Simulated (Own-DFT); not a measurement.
## Calculated data, Hf$_{36}$O$_{71}$ (tetragonal hafnia with one neutral oxygen vacancy, atoms displaced)

All values are calculated (Own-DFT development build). A calculation, not a measurement: plane-wave PBE and HSE06 DFT by an unreviewed code, no spin, of a simulated cell at Gamma alone, so results move with cell size and shape, stress positive in tension, energies less offsets, not probed for a lower state with spin; hafnium file: forces about 75 meV/angstrom off all-electron values; oxygen file: force components 24 meV/angstrom off all-electron in a glass; k mesh not checked against a denser one; forces and stress are PBE's, HSE06 gives the energy alone, and its difference from PBE has offsets of its own; offsets are fitted by least squares, one for each functional and potential file, so energies compare only between cells with the same atoms and settings and are not formation energies; the far tail of each file's local potential was reset to the Coulomb form; each entry is a single point on an unrelaxed cell, so the pressure reflects the starting lattice, taken from the Materials Project, from which strain is counted, and rises with the displacements; printed positions are rounded, which can move forces by about a meV/angstrom; the program is a retired in-house code; no spin-orbit coupling.

Settings shared by all entries: first functional PBE; second functional HSE06; exact exchange share 0.25; screening 0.11 1/bohr; exchange divergence Gygi-Baldereschi; potential files PseudoDojo norm-conserving, scalar-relativistic, made for PBE, standard set; wave cutoff 48 hartree; occupations fixed; k mesh 1 x 1 x 1 centred on Gamma.

(1) Hf$_{36}$O$_{71}$ (tetragonal hafnia with one neutral oxygen vacancy, atoms displaced)

```xyz
107
Lattice="10.7800 0.0000 0.0000 0.0000 10.7800 0.0000 0.0000 0.0000 10.4493" Properties=species:S:1:pos:R:3 Hf36O71
Hf     0.0212     0.0114     0.0119
Hf     1.7794     1.8424     2.6166
O     10.7078     1.7988     1.5917
O      1.8231     0.0476     3.5825
O      0.0239     1.7759     4.1780
O      1.7834    10.7713     1.0483
Hf    10.7791     0.0120     5.1738
Hf     1.7925     1.7578     7.8160
O      0.0169     1.7585     6.7663
O      1.8493     0.0245     8.8658
O      0.0081     1.9019     9.3663
O      1.7673     0.0233     6.2196
Hf     0.0684     3.5099     0.0362
Hf     1.7904     5.4048     2.6790
O     10.7752     5.3744     1.6400
O      1.8110     3.5164     3.6083
O      0.0397     5.3838     4.2001
O      1.7320     3.5325     1.0324
Hf     0.0160     3.7007     5.2199
Hf     1.8278     5.3098     7.7455
O     10.7620     5.3969     6.7737
O      1.8054     3.6316     8.8704
O     10.7710     5.3551     9.4522
O      1.9141     3.5098     6.3097
Hf     0.1197     7.1989     0.0413
Hf     1.8533     9.0251     2.6002
O     10.7792     9.0531     1.6170
O      1.8182     7.2260     3.6727
O      0.0564     9.0166     4.1193
O      1.7819     7.1411     1.0496
Hf    10.7285     7.1305     5.2401
Hf     1.8181     9.0036     7.7448
O     10.7403     9.0145     6.8366
O      1.7673     7.1765     8.8601
O     10.7453     8.9782     9.4725
Hf     3.6072     0.0353    10.4324
Hf     5.3201     1.7153     2.6341
O      3.6121     1.7219     1.5136
O      5.4869    10.7779     3.6593
O      3.6911     1.8767     4.1441
O      5.3435     0.0088     1.0513
Hf     3.5191     0.0820     5.1863
Hf     5.4022     1.7436     7.8323
O      3.6081     1.7311     6.8373
O      5.3406     0.0512     8.9075
O      3.5694     1.8744     9.3071
O      5.3937    10.7342     6.1688
Hf     3.5517     3.6238     0.0238
Hf     5.4067     5.3623     2.7258
O      3.5530     5.4183     1.5538
O      5.4001     3.6024     3.6332
O      3.5748     5.3706     4.1467
O      5.5039     3.5504     1.0545
Hf     3.6249     3.5019     5.1537
Hf     5.3336     5.4450     7.8089
O      3.6124     5.4578     6.8478
O      5.3352     3.6036     8.9015
O      3.6115     5.3471     9.4112
O      5.4211     3.5519     6.2199
Hf     3.6935     7.2268     0.0613
Hf     5.4232     8.9751     2.6364
O      3.6349     8.9906     1.6702
O      5.4234     7.1441     3.6095
O      3.6409     8.9648     4.2229
O      5.4383     7.1462     0.9965
Hf     3.5970     7.1888     5.1405
Hf     5.4714     9.0086     7.8352
O      3.5862     8.9829     6.8404
O      5.3565     7.2761     8.8230
O      3.5816     8.9849     9.3239
O      5.4374     7.1837     6.2190
Hf     7.1439    10.7648    10.3756
Hf     8.9600     1.7998     2.6344
O      7.1840     1.7752     1.6350
O      8.9634     0.0231     3.6854
O      7.1439     1.8107     4.2324
O      8.9836    10.7078     0.9269
Hf     7.1755    10.6942     5.2241
Hf     9.0084     1.7502     7.8393
O      7.2199     1.8000     6.8872
O      8.9482    10.7403     8.8477
O      7.1994     1.8168     9.4399
O      9.0335     0.0314     6.3033
Hf     7.2053     3.6400    10.3899
Hf     8.9742     5.3047     2.6560
O      7.1572     5.3604     1.5494
O      9.0192     3.6038     3.5685
O      7.0949     5.3753     4.2115
O      9.0244     3.5660     1.0130
Hf     7.2101     3.4877     5.1918
Hf     8.9290     5.3884     7.9008
O      7.2123     5.5408     6.7858
O      9.0129     3.6408     8.8144
O      7.1382     5.4216     9.4616
O      8.9731     3.5637     6.1998
Hf     7.1515     7.1557     0.0507
Hf     9.0165     9.0025     2.5213
O      7.2080     9.0289     1.5151
O      8.8969     7.1623     3.5522
O      7.2108     9.0446     4.2520
O      9.0824     7.0671     1.0259
Hf     7.2377     7.1188     5.1731
Hf     8.9741     8.9418     7.8917
O      7.1613     9.1270     6.8639
O      9.0265     7.1970     8.8386
O      7.1818     8.9636     9.5111
O      8.9647     7.1687     6.2419
```

| Item | Value |
| --- | --- |
| PBE energy of cell above offsets | -97.829 eV |
| HSE06 less PBE above offsets | 0.020 eV |
| PBE pressure | 1.98 GPa |
| PBE stress xx | -1.12 GPa |
| PBE stress yy | -2.6 GPa |
| PBE stress zz | -2.22 GPa |
| PBE stress yz | 0.05 GPa |
| PBE stress xz | 0.01 GPa |
| PBE stress xy | 0.07 GPa |

Force:
| element | x (eV/Å) | y (eV/Å) | z (eV/Å) |
| --- | --- | --- | --- |
| Hf | -0.461 | -0.352 | -0.578 |
| Hf | -1.008 | -1.151 | -1.781 |
| O | 1.231 | -0.522 | -0.102 |
| O | 1.001 | -0.102 | 0.858 |
| O | 0.139 | 1.123 | 0.047 |
| O | 0.506 | -0.148 | -0.432 |
| Hf | -1.481 | -0.167 | 0.637 |
| Hf | -0.069 | 1.044 | 0.579 |
| O | 0.025 | 0.489 | 0.402 |
| O | -0.596 | -0.381 | -0.125 |
| O | -0.033 | -2.554 | -0.069 |
| O | 0.707 | -0.163 | -0.09 |
| Hf | -2.157 | 2.519 | -0.959 |
| Hf | -0.039 | 0.603 | -1.388 |
| O | 0.859 | -0.275 | 0.886 |
| O | 0.043 | 1.75 | 1.126 |
| O | -0.028 | 0.504 | -0.313 |
| O | 2.083 | -0.231 | 1.039 |
| Hf | -0.132 | -2.633 | 1.317 |
| Hf | -0.795 | 1.214 | 2.078 |
| O | 0.307 | -0.121 | -0.412 |
| O | 0.059 | -0.779 | -0.083 |
| O | 0.116 | 0.344 | 0.318 |
| O | -1.15 | 0.817 | -1.136 |
| Hf | -1.833 | -1.319 | -1.758 |
| Hf | -1.602 | -0.316 | 0.453 |
| O | 1.061 | -0.229 | -0.544 |
| O | 0.169 | -0.497 | -0.083 |
| O | -0.346 | -0.822 | 0.945 |
| O | 1.858 | 0.764 | 0.846 |
| Hf | 1.021 | 1.813 | 0.229 |
| Hf | -0.242 | -0.934 | 1.712 |
| O | 0.597 | -0.752 | -0.471 |
| O | 0.126 | 0.037 | -1.337 |
| O | 0.231 | 0.749 | 0.025 |
| Hf | -0.633 | 0.418 | -1.06 |
| Hf | 2.075 | 1.357 | -1.66 |
| O | -0.921 | 0.565 | 0.644 |
| O | -0.821 | -0.616 | -0.381 |
| O | -0.515 | -2.423 | -0.585 |
| O | 0.572 | -0.379 | -0.144 |
| Hf | 1.061 | -1.432 | 1.069 |
| Hf | 0.024 | 2.023 | 0.388 |
| O | 0.12 | -0.416 | -1.603 |
| O | 0.545 | -0.983 | -0.119 |
| O | -0.033 | -0.94 | 1.567 |
| O | -1.167 | 0.556 | 0.643 |
| Hf | 1.672 | -0.161 | -0.793 |
| Hf | 0.184 | -0.989 | -2.409 |
| O | 0.418 | -0.392 | 0.612 |
| O | -0.338 | -0.827 | 0.32 |
| O | -0.075 | -0.305 | 0.613 |
| O | -2.072 | 0.105 | -0.301 |
| Hf | 0.839 | 2.477 | 1.733 |
| Hf | 1.213 | -0.482 | 0.716 |
| O | -0.409 | 0.322 | -1.305 |
| O | 0.71 | -0.029 | -1.1 |
| O | 0.269 | 1.505 | 0.438 |
| O | -0.545 | 0.217 | 0.004 |
| Hf | -1.827 | -0.742 | -1.988 |
| Hf | 0.912 | 0.534 | 0.085 |
| O | 0.199 | -0.55 | -1.153 |
| O | -0.151 | 1.389 | 0.169 |
| O | -0.063 | 1.2 | -0.28 |
| O | -0.905 | 0.567 | 1.001 |
| Hf | -0.211 | -0.135 | 1.695 |
| Hf | -2.132 | 0.108 | -0.172 |
| O | 0.338 | -0.24 | -1.034 |
| O | 0.148 | -1.376 | 0.651 |
| O | 0.059 | 0.224 | 2.206 |
| O | -0.601 | 0.415 | -0.439 |
| Hf | 0.686 | 0.978 | 1.476 |
| Hf | -0.626 | -0.525 | -0.821 |
| O | 0.082 | -0.629 | 0.333 |
| O | 0.129 | -0.416 | -0.84 |
| O | 0.358 | -0.826 | -0.284 |
| O | -0.074 | 0.268 | 0.655 |
| Hf | 1.201 | 1.793 | 1.026 |
| Hf | 0.302 | 0.175 | -0.265 |
| O | -0.532 | 0.037 | -0.572 |
| O | 0.035 | 0.652 | 0.291 |
| O | 0.049 | -0.36 | -0.16 |
| O | -0.478 | -0.003 | -0.922 |
| Hf | -0.156 | -0.77 | 1.255 |
| Hf | -0.275 | 2.155 | -3.303 |
| O | 0.584 | 0.339 | 1.04 |
| O | -0.058 | -1.084 | 1.871 |
| O | 0.652 | -0.962 | -0.356 |
| O | -0.759 | 0.187 | -0.125 |
| Hf | -0.661 | 1.031 | 1.118 |
| Hf | 0.718 | 0.539 | -0.226 |
| O | -0.551 | -0.839 | 0.709 |
| O | -0.865 | -0.939 | 0.052 |
| O | 0.233 | 0.281 | -1.165 |
| O | 0.686 | 0.315 | -0.388 |
| Hf | 2.671 | -0.083 | -0.017 |
| Hf | -0.317 | 0.029 | 0.669 |
| O | -0.636 | -0.537 | 1.247 |
| O | 0.167 | 0.231 | 0.953 |
| O | -0.272 | -2.436 | -1.092 |
| O | -1.342 | 1.061 | -0.367 |
| Hf | -0.579 | 0.316 | 0.7 |
| Hf | 0.677 | 0.64 | -0.47 |
| O | 1.406 | -0.401 | -0.263 |
| O | -0.619 | -0.5 | 0.211 |
| O | -0.371 | -0.252 | -1.396 |
| O | 0.427 | 0.646 | -0.433 |

(2) Hf$_{36}$O$_{71}$ (tetragonal hafnia with one neutral oxygen vacancy, atoms displaced)

```xyz
107
Lattice="10.7800 0.0000 0.0000 0.0000 10.7800 0.0000 0.0000 0.0000 10.4493" Properties=species:S:1:pos:R:3 Hf36O71
Hf    10.7670    10.7247     0.0488
Hf     1.8378     1.6815     2.6190
O      0.0005     1.7885     1.6068
O      1.8338    10.7099     3.6586
O      1.8359     0.0788     1.0404
Hf    10.7600    10.6662     5.1673
Hf     1.8536     1.8001     7.8584
O     10.7367     1.7915     6.8040
O      1.7830    10.6643     8.8734
O      0.0492     1.8543     9.4430
O      1.8035     0.0117     6.3117
Hf     0.0792     3.5673     0.0342
Hf     1.7671     5.4005     2.6898
O     10.7080     5.3769     1.5970
O      1.9228     3.6113     3.6071
O     10.7446     5.3394     4.2039
O      1.8875     3.6691     0.9791
Hf     0.0193     3.7146     5.2779
Hf     1.7090     5.4121     7.7408
O      0.0665     5.4648     6.8474
O      1.8235     3.5492     8.8935
O     10.7754     5.4005     9.3838
O      1.7987     3.5478     6.2221
Hf    10.6777     7.1601    10.4306
Hf     1.8302     8.9209     2.7060
O     10.7694     8.9046     1.5186
O      1.7840     7.0683     3.5175
O     10.7756     9.0061     4.2763
O      1.7556     7.2045     0.9491
Hf    10.7390     7.2180     5.2671
Hf     1.7480     8.9457     7.8648
O      0.0116     9.0018     6.8873
O      1.7190     7.1364     8.8308
O      0.0498     8.9976     9.4304
O      1.8634     7.2310     6.2603
Hf     3.4147    10.7778    10.3989
Hf     5.4506     1.8449     2.7013
O      3.5725     1.8185     1.5827
O      5.3971    10.7389     3.6418
O      3.6146     1.8334     4.1637
O      5.3474     0.1045     1.1245
Hf     3.6808    10.6708     5.1928
Hf     5.4139     1.8083     7.8113
O      3.5687     1.8516     6.8050
O      5.4857     0.1636     8.8624
O      3.5904     1.8644     9.4793
O      5.4851    10.7235     6.2567
Hf     3.5451     3.6766    10.3820
Hf     5.4043     5.4432     2.6711
O      3.6345     5.4391     1.4522
O      5.3106     3.6179     3.6787
O      3.5998     5.3614     4.2850
O      5.3422     3.6016     0.9819
Hf     3.6751     3.5778     5.2919
Hf     5.3921     5.3086     7.9204
O      3.6033     5.4961     6.7903
O      5.4187     3.6628     8.8733
O      3.5492     5.4083     9.5357
O      5.3813     3.5059     6.1901
Hf     3.5900     7.2031     0.0625
Hf     5.2891     8.9527     2.6336
O      3.5561     8.9661     1.7103
O      5.3537     7.2051     3.5659
O      3.6516     8.9114     4.2080
O      5.3934     7.2437     1.0547
Hf     3.5567     7.1570     5.2621
Hf     5.3793     9.0167     7.8460
O      3.5583     8.9363     6.7859
O      5.3999     7.2107     8.8821
O      3.6576     8.9986     9.5433
O      5.4908     7.2137     6.2252
Hf     7.2015    10.7528    10.4414
Hf     9.0954     1.7295     2.6764
O      7.1651     1.8186     1.5722
O      8.9624     0.0350     3.6572
O      7.2007     1.8008     4.2662
O      8.9979     0.0300     1.0763
Hf     7.1713    10.7596     5.1988
Hf     8.9263     1.7786     7.7946
O      7.2713     1.7885     6.7806
O      8.9325     0.0442     8.8705
O      7.2718     1.8114     9.3997
O      8.9718    10.6670     6.2130
Hf     7.2384     3.5306    10.3775
Hf     8.9475     5.3927     2.7492
O      7.1806     5.3805     1.6562
O      9.0057     3.6577     3.5927
O      7.2508     5.4133     4.1825
O      8.9622     3.5972     0.9961
Hf     7.2276     3.5936     5.2568
Hf     8.9316     5.4141     7.8667
O      7.1572     5.4116     6.7917
O      8.9774     3.6529     8.7106
O      7.2102     5.4864     9.4290
O      9.0596     3.6573     6.2491
Hf     7.2632     7.1672    10.3969
Hf     9.0231     9.0019     2.6862
O      7.1819     9.0425     1.5744
O      9.0687     7.2838     3.7166
O      7.0901     9.0114     4.2218
O      8.9704     7.1952     1.0663
Hf     7.1435     7.2060     5.2628
Hf     9.0111     9.0098     7.8073
O      7.2232     9.0542     6.8094
O      9.0453     7.2989     8.8978
O      7.1419     8.9737     9.4600
O      9.1114     7.2114     6.2912
```

| Quantity | Value |
| --- | --- |
| PBE energy of cell above offsets | -95.022 eV |
| HSE06 less PBE above offsets | 0.131 eV |
| PBE pressure | 3.42 GPa |
| PBE stress xx | -1.27 GPa |
| PBE stress yy | -5.49 GPa |
| PBE stress zz | -3.5 GPa |
| PBE stress yz | 0.05 GPa |
| PBE stress xz | 0.43 GPa |
| PBE stress xy | 0.01 GPa |

Force:
| element | x (eV/Å) | y (eV/Å) | z (eV/Å) |
| --- | --- | --- | --- |
| Hf | -0.253 | 0.87 | -0.605 |
| Hf | 1.391 | 2.281 | 0.045 |
| O | 0.876 | 0.11 | 0.41 |
| O | -0.197 | -0.14 | 0.401 |
| O | -2.326 | -0.684 | 0.796 |
| Hf | 0.74 | 4.64 | 2.902 |
| Hf | -1.787 | -0.415 | -0.339 |
| O | 0.376 | -0.088 | 0.182 |
| O | 0.619 | 1.96 | 0.644 |
| O | -0.185 | -1.609 | 0.315 |
| O | 0.276 | -0.391 | -1.3 |
| Hf | -0.283 | 1.093 | 0.308 |
| Hf | 0.581 | -3.908 | -4.044 |
| O | 0.8 | 0.119 | 0.568 |
| O | -1.241 | -0.714 | 0.111 |
| O | 0.381 | 2.279 | 0.263 |
| O | -2.342 | -0.185 | 0.769 |
| Hf | 0.575 | -3.183 | -0.48 |
| Hf | 3.025 | -0.566 | 3.024 |
| O | -2.695 | -0.085 | -1.894 |
| O | -0.278 | 1.327 | -1.198 |
| O | -0.409 | -0.824 | 0.162 |
| O | 0.037 | 0.68 | 0.706 |
| Hf | 1.553 | -0.19 | 0.626 |
| Hf | -0.645 | -0.476 | -2.276 |
| O | 0.374 | 1.216 | 1.754 |
| O | 0.081 | 3.796 | 3 |
| O | 0.519 | -2.112 | -1.717 |
| O | -0.018 | 0.238 | 0.411 |
| Hf | 0.86 | -1.087 | -0.35 |
| Hf | 0.601 | -0.434 | 0.009 |
| O | 0.132 | -0.365 | -1.251 |
| O | 0.462 | 0.699 | -0.452 |
| O | -0.465 | 0.153 | 0.053 |
| O | -2.051 | -0.132 | -0.743 |
| Hf | 3.661 | 2.057 | 1 |
| Hf | -1.35 | -0.747 | -2.646 |
| O | -0.067 | -0.278 | 0.943 |
| O | -0.46 | 0.81 | 1.107 |
| O | 0.048 | -1.72 | 1.14 |
| O | -0.097 | -1.048 | -1.718 |
| Hf | -0.967 | 1.875 | 0.543 |
| Hf | -0.351 | 0.458 | 0.21 |
| O | 1.486 | -0.481 | 0.395 |
| O | -0.363 | -2.135 | -0.362 |
| O | -0.194 | -1.814 | -1.657 |
| O | -2.052 | 0.504 | 0.473 |
| Hf | 1.202 | -0.971 | 2.459 |
| Hf | -0.743 | -1.429 | -2.571 |
| O | -0.368 | 0.497 | 2.932 |
| O | 1.012 | 0.688 | 0.198 |
| O | 0.013 | 1.159 | -0.541 |
| O | 1.343 | -0.094 | -0.151 |
| Hf | -2.395 | -0.567 | -2.276 |
| Hf | -0.737 | 3.413 | -0.889 |
| O | 0.563 | -0.761 | 0.919 |
| O | 0.329 | -2.049 | -0.323 |
| O | 0.597 | 1.421 | -2.833 |
| O | 2.176 | 0.374 | 1.803 |
| Hf | 0.289 | -1.403 | 0.346 |
| Hf | 2.79 | 1.199 | -1.76 |
| O | -1.286 | 0.051 | -0.911 |
| O | 0.382 | -0.665 | 1.88 |
| O | -0.853 | 0.253 | 0.01 |
| O | 0.528 | 0.153 | -0.47 |
| Hf | 1.884 | -1.047 | 0.338 |
| Hf | 0.542 | -0.371 | 0.683 |
| O | 1.188 | 0.581 | 0.601 |
| O | -0.248 | -0.505 | -0.971 |
| O | 0.132 | 0.083 | -1.387 |
| O | -2.037 | 0.494 | 0.272 |
| Hf | -1.519 | 0.362 | 1.896 |
| Hf | -1.422 | 2.241 | -1.449 |
| O | 0.951 | 0.123 | 0.632 |
| O | 0.574 | -1.446 | 0.633 |
| O | -0.287 | 0.567 | -0.566 |
| O | 0.418 | -0.124 | -0.272 |
| Hf | 0.72 | -0.168 | 0.06 |
| Hf | 2.492 | 0.306 | 0.852 |
| O | -1.813 | 0.449 | -0.383 |
| O | 0.502 | -1.054 | 0.044 |
| O | -0.164 | 0.124 | -0.497 |
| O | 0.607 | 0.249 | -0.098 |
| Hf | -0.79 | 0.606 | 2.73 |
| Hf | 0.013 | 0.898 | -2.825 |
| O | 0.093 | 0.343 | -0.068 |
| O | -0.081 | -2.424 | 1.177 |
| O | -0.381 | 0.234 | 1.08 |
| O | 0.609 | -0.2 | -0.782 |
| Hf | 0.377 | 0.139 | -0.702 |
| Hf | 0.761 | 0.43 | 0.018 |
| O | 0.212 | -0.398 | 0.299 |
| O | -0.598 | -0.802 | 1.014 |
| O | 0.428 | -2.022 | -1.171 |
| O | -1.338 | 0.579 | -0.336 |
| Hf | -1.609 | 1.706 | 2.453 |
| Hf | -1.703 | -0.203 | -2.52 |
| O | 0.736 | 0.078 | 1.023 |
| O | -0.02 | -0.768 | 0.297 |
| O | 0.777 | -1.144 | -0.031 |
| O | -0.38 | 0.065 | 0.032 |
| Hf | 1.261 | 0.439 | -0.701 |
| Hf | -0.686 | 1.1 | 0.64 |
| O | -0.411 | -1.005 | 0.513 |
| O | -0.579 | -1.306 | -0.137 |
| O | 0.022 | 0.352 | -0.865 |
| O | -2.464 | -0.181 | 0.407 |
